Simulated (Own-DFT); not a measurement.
# What a defect does to the pressure of its cell: 2H SiC

Calculated, not measured: single-point runs of Own-DFT, a retired in-house plane-wave DFT program that no person has reviewed, on unrelaxed cells, without spin or spin-orbit coupling.

Method: PBE; PseudoDojo norm-conserving scalar-relativistic files; cutoff 42 hartree; 4 x 4 x 3 k mesh centred on Gamma; Fermi-Dirac smearing of 0.1 eV.

Limits (not all hold for every row): a neutral cation vacancy leaves holes that likely carry spin, which these runs leave out; some atoms lie very close together; not probed for a lower state with spin; forces on such cells moved up to 12 meV/angstrom on a denser k mesh; forces on such cells passed a denser k mesh, each cell not checked; stress not checked against mesh or cutoff.

All runs share one cell, with vectors in Å (9.248, 0.000, 0.000); (-4.624, 8.009, 0.000); (0.000, 0.000, 10.068) and a volume of 745.7 Å³. Atoms were moved at random from their sites; u is the rms move along one axis. The defect's site can differ from row to row.

```
                                     cell     formula   u (Å)  P (GPa)
                                no defect     C36Si36  0.0314     3.84
                                no defect     C36Si36  0.0621     6.86
                                no defect     C36Si36  0.0672     7.32
                 two Al on a Si site each  Al2C36Si34  0.0310     5.89
                 two Al on a Si site each  Al2C36Si34  0.0313     6.01
                 two Al on a Si site each  Al2C36Si34  0.0523     7.55
                           one Si vacancy     C36Si35  0.0476     4.29
                           one Si vacancy     C36Si35  0.0477     4.11
                           one Si vacancy     C36Si35  0.0503     4.64
                       one Si on a C site     C35Si37  0.0299    10.87
                       one Si on a C site     C35Si37  0.0305    10.33
                       one Si on a C site     C35Si37  0.0481    11.40
                       one Si on a C site     C35Si37  0.0529        ?
one Al on a Si site and one N on a C site  AlC35NSi35  0.0274     3.99
one Al on a Si site and one N on a C site  AlC35NSi35  0.0473     5.14
one Al on a Si site and one N on a C site  AlC35NSi35  0.0476     5.29
```

## What the rows give

P = P0 + c u² + a shift for each defect gives P0 = 3.14 GPa, c = 920 ± 66 GPa/Å² and a scatter of 0.23 GPa. The shifts, and each times the cell's volume:

- one Si on a C site: 6.46 ± 0.22 GPa, 30.1 eV
- two Al on a Si site each: 1.91 ± 0.21 GPa, 8.9 eV (4.4 eV for each of its 2 sites)
- one Al on a Si site and one N on a C site: 0.06 ± 0.21 GPa, 0.3 eV (not resolved)
- one Si vacancy: -0.96 ± 0.19 GPa, -4.5 eV

Against the defect-free cell, a freed cell would be larger where the shift is positive and smaller where it is negative (160.2 GPa Å³ is 1 eV). The atoms around the defects weren't relaxed, which would change these numbers.

## The run left out

Asked: what pressure belongs in the blank (one Si on a C site, u = 0.0529 Å)?

Estimate: 12.17 ± 0.28 GPa. The hidden result is 12.00 GPa.
